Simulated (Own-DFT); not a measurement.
Simulation results for Al$_{3}$GaN$_{4}$ (wurtzite random alloy, atoms displaced)

All values are calculated (Own-DFT development build). A calculation, not a measurement: plane-wave density functional theory by an unreviewed code, no spin, of a simulated periodic cell, stress positive in tension, run twice, with PBE and with PBEsol, both on files made for PBE, so the change isn't that of files made for PBEsol, forces on such cells passed a denser k mesh, this cell's mesh not checked; the far tail of each file's local potential was reset to the Coulomb form; each entry is a single point on an unrelaxed cell, so the pressure reflects the starting lattice, mostly measured values (interpolated for alloys), from which strain is counted, and rises with the displacements; printed positions are rounded, which can move forces by about a meV/angstrom; the program, named Own-DFT, is a retired in-house code; no spin-orbit coupling; stress was not checked against mesh or cutoff.

```xyz
72
Lattice="9.3938 0.0000 0.0000 -4.6969 8.1352 0.0000 0.0000 0.0000 10.0655" Properties=species:S:1:pos:R:3:PBE_force_x:R:1:PBE_force_y:R:1:PBE_force_z:R:1:PBEsol_force_x:R:1:PBEsol_force_y:R:1:PBEsol_force_z:R:1 formula=Al3GaN4 functional=PBE,then_PBEsol potential_files=PseudoDojo_norm-conserving,scalar-relativistic,standard_set wave_cutoff=42 occupations=Fermi-Dirac smearing_width=0.1 k_mesh=4_x_4_x_3_centred_on_Gamma PBE_pressure=11.01 PBE_stress_xx=-11.44 PBE_stress_yy=-12.83 PBE_stress_zz=-8.76 PBE_stress_yz=-1.92 PBE_stress_xz=-1.61 PBE_stress_xy=-2.31 PBEsol_pressure=7.89 PBEsol_stress_xx=-8.45 PBEsol_stress_yy=-9.76 PBEsol_stress_zz=-5.45 PBEsol_stress_yz=-1.92 PBEsol_stress_xz=-1.59 PBEsol_stress_xy=-2.34 rms_change_of_force_components_from_PBE_to_PBEsol=0.067
Al     0.0573     1.8092     9.9385     -0.194     -1.528      3.311     -0.169     -1.564      3.241
Al     1.6965     0.8619     2.5346     -3.487      2.456      0.948      -3.51      2.486      0.965
N     -0.0356     1.7969     1.8444      0.956      0.467      0.632       0.94      0.471      0.622
N      1.6471     0.9077     4.4471     -5.784     -3.055     -0.718     -5.847     -3.069     -0.748
Al    -0.0871     1.7457     5.0959      5.483      2.802      0.533      5.522      2.798      0.559
Ga     1.5849     0.7569     7.6789      0.825      5.094     -0.795      0.814       4.99     -0.765
N     -0.0029     1.9022     7.0528     -0.206     -7.196     -2.075     -0.213     -7.016     -1.903
N      1.7697     0.9574     9.5734     -8.305     -4.821     -2.636     -8.357     -4.839     -2.794
Al    -1.5014     4.5355    10.0434     -0.514     -1.543      0.213     -0.517     -1.525      0.194
Al     0.0033     3.8406     2.3370      1.952     -4.916      2.851      1.958     -4.922      2.848
N     -1.5783     4.5598     2.0864     -0.613     -1.769     -3.786      -0.63     -1.791     -3.788
N      0.1551     3.5593     4.5304     -5.623     -1.417     -1.978     -5.623     -1.438     -2.003
Al    -1.6083     4.4598     5.0509      1.595      0.164     -0.121      1.591      0.164     -0.103
Ga     0.0103     3.4941     7.5665      1.997      5.099      1.446      1.935      4.985      1.425
N     -1.4859     4.4127     7.0651     -1.699      1.374     -2.271     -1.683      1.341     -2.106
N      0.0578     3.5350     9.5092      0.036       3.07       0.88      0.031      3.067      0.716
Al    -2.9131     7.1914     9.9380     -4.135      2.845      3.811     -4.174      2.866      3.777
Al    -1.6524     6.1865     2.5549      1.003      5.883      1.661      1.011      5.904      1.659
N     -3.0957     7.3304     2.1283     -0.529     -5.302     -3.359     -0.548     -5.297     -3.347
N     -1.5556     6.2805     4.4768     -1.287      -0.25      0.733     -1.302     -0.243      0.719
Al    -3.1937     7.2552     5.1822      0.349     -0.525     -2.993      0.369     -0.529     -2.981
Ga    -1.7394     6.1602     7.6706      2.262      1.833     -2.701      2.232      1.791     -2.605
N     -3.2848     7.2587     7.0387      2.835     -1.938     -1.216      2.755     -1.895     -0.994
N     -1.4910     6.3906     9.4900      1.161     -3.534      0.496      1.191     -3.555      0.284
Al     3.1375     1.6130    10.0347      6.302      6.243      3.138      6.356      6.292      3.129
Al     4.7175     1.0534     2.4503      0.199     -1.875      1.211      0.207     -1.859      1.194
N      3.0462     1.7940     1.9135      3.025      0.841     -1.072      3.014      0.992     -1.041
N      4.7759     0.9510     4.4306     -0.359     -0.963      -0.42     -0.332     -0.954     -0.391
Al     3.0350     1.5643     4.9879      6.103        5.1      2.174      6.145      5.136      2.176
Al     4.7793     0.8754     7.4520      -3.62     -0.454      1.206     -3.641     -0.436      1.252
N      3.1013     1.8187     6.9067      0.664     -1.436      0.247      0.552     -1.339      0.349
N      4.6451     0.7672     9.4649      1.939      2.318     -0.902      1.932      2.303     -0.922
Al     1.6272     4.5189    10.0524      0.089     -1.631      1.055      0.072      -1.64      1.073
Ga     3.1138     3.6889     2.6172      0.391     -3.225     -1.087      0.377     -3.129     -1.039
N      1.6543     4.5920     2.1421     -2.596     -0.914     -4.651     -2.361     -1.079     -4.557
N      3.0226     3.7047     4.3811      0.113     -1.717      3.941      0.245     -1.643      3.761
Al     1.4398     4.4569     5.1645      3.423       1.94     -4.324      3.448      1.959     -4.347
Ga     3.1457     3.6502     7.5416     -0.841     -0.937      0.409     -0.816     -0.923      0.411
N      1.5183     4.5626     6.8323      0.573     -0.372      5.734      0.576     -0.525      5.836
N      3.1595     3.6495     9.5000      0.881     -0.259      0.853      0.908     -0.282      0.701
Al     0.0221     7.2224    10.0539      1.613     -0.472      0.768      1.624     -0.495       0.73
Al     1.6530     6.2748     2.4301     -1.412      3.753      2.495     -1.382      3.795        2.5
N      0.0423     7.1878     1.8323     -0.186      0.009      1.376     -0.212      0.008      1.393
N      1.5535     6.3093     4.5921       -0.6     -0.243      -2.38     -0.599     -0.288     -2.365
Al    -0.0319     7.1451     5.0652      1.012      1.453      0.002      0.993      1.465      0.006
Al     1.5158     6.2097     7.6343      0.104      1.839     -1.585      0.121      1.837     -1.551
N      0.0239     7.2407     7.0166     -1.064      -1.55     -0.272     -1.137     -1.612     -0.242
N      1.5727     6.2436     9.5164      1.045      1.273     -0.252       1.04      1.292     -0.226
Al     6.2270     1.8119     0.0081      0.062     -1.112      0.643      0.028     -1.131      0.622
Al     7.8626     0.7553     2.5916      1.727      2.763     -0.397      1.714       2.74      -0.37
N      6.4484     1.8069     1.9062     -2.145     -0.467      0.213     -2.102     -0.475      0.206
N      7.9567     0.9151     4.5661     -3.451     -2.969     -2.728     -3.461      -3.02     -2.719
Al     6.4687     1.8322     5.0445     -3.491     -0.978     -0.672     -3.476     -0.979     -0.671
Ga     7.7080     0.9188     7.6356      1.272     -0.434       -0.4      1.243     -0.413     -0.388
N      6.1852     1.7167     6.8693      1.751      1.965      0.037      1.927      2.039      0.138
N      7.8115     0.9969     9.5388      0.626     -2.724     -0.308      0.605     -2.709     -0.448
Al     4.7822     4.7079     0.1025     -0.608     -7.188     -0.409     -0.601     -7.219     -0.412
Al     6.3785     3.5551     2.5387     -1.486     -0.751      1.181     -1.498     -0.745      1.177
N      4.7163     4.3699     2.0260      2.464      2.082     -2.373      2.268      1.949     -2.282
N      6.2327     3.5566     4.4666      1.102      0.947     -0.286      0.951      1.017     -0.249
Ga     4.5538     4.5492     5.0920      0.748      -0.34     -0.853      0.724     -0.324     -0.834
Ga     6.3119     3.5556     7.4913     -1.917     -0.372      0.461     -1.861     -0.362      0.489
N      4.6945     4.5517     7.0011      0.988      0.482      0.081      0.944      0.464      0.051
N      6.3265     3.4985     9.4132     -0.202      3.004      1.869       -0.2      3.012      1.679
Al     3.2566     7.1200     0.0685     -1.593      2.257     -1.409     -1.595      2.258     -1.455
Al     4.6617     6.1908     2.3529      2.885      1.731       4.09      2.887      1.705      4.099
N      3.2700     7.1996     1.8973     -2.069     -0.872     -0.092     -2.069     -0.858     -0.086
N      4.6417     6.3990     4.5323      0.586     -0.277      -1.28      0.573      -0.43     -1.248
Al     3.0489     7.1637     5.1135      0.734      0.616     -2.268      0.745      0.633     -2.303
Ga     4.6331     6.4280     7.5858     -2.783     -2.265     -0.732     -2.685      -2.22     -0.718
N      3.0529     7.2878     6.8467     -0.254      -0.96      4.643     -0.146     -0.866      4.761
N      4.8308     6.2698     9.4899       0.18      3.846      0.457      0.179      3.882      0.258
```

Units: wave_cutoff in hartree; smearing_width in eV; PBE_pressure, PBE_stress_xx, PBE_stress_yy, PBE_stress_zz, PBE_stress_yz, PBE_stress_xz, PBE_stress_xy, PBEsol_pressure, PBEsol_stress_xx, PBEsol_stress_yy, PBEsol_stress_zz, PBEsol_stress_yz, PBEsol_stress_xz, PBEsol_stress_xy in GPa; rms_change_of_force_components_from_PBE_to_PBEsol, PBE_force_x, PBE_force_y, PBE_force_z, PBEsol_force_x, PBEsol_force_y, PBEsol_force_z in eV/Å.
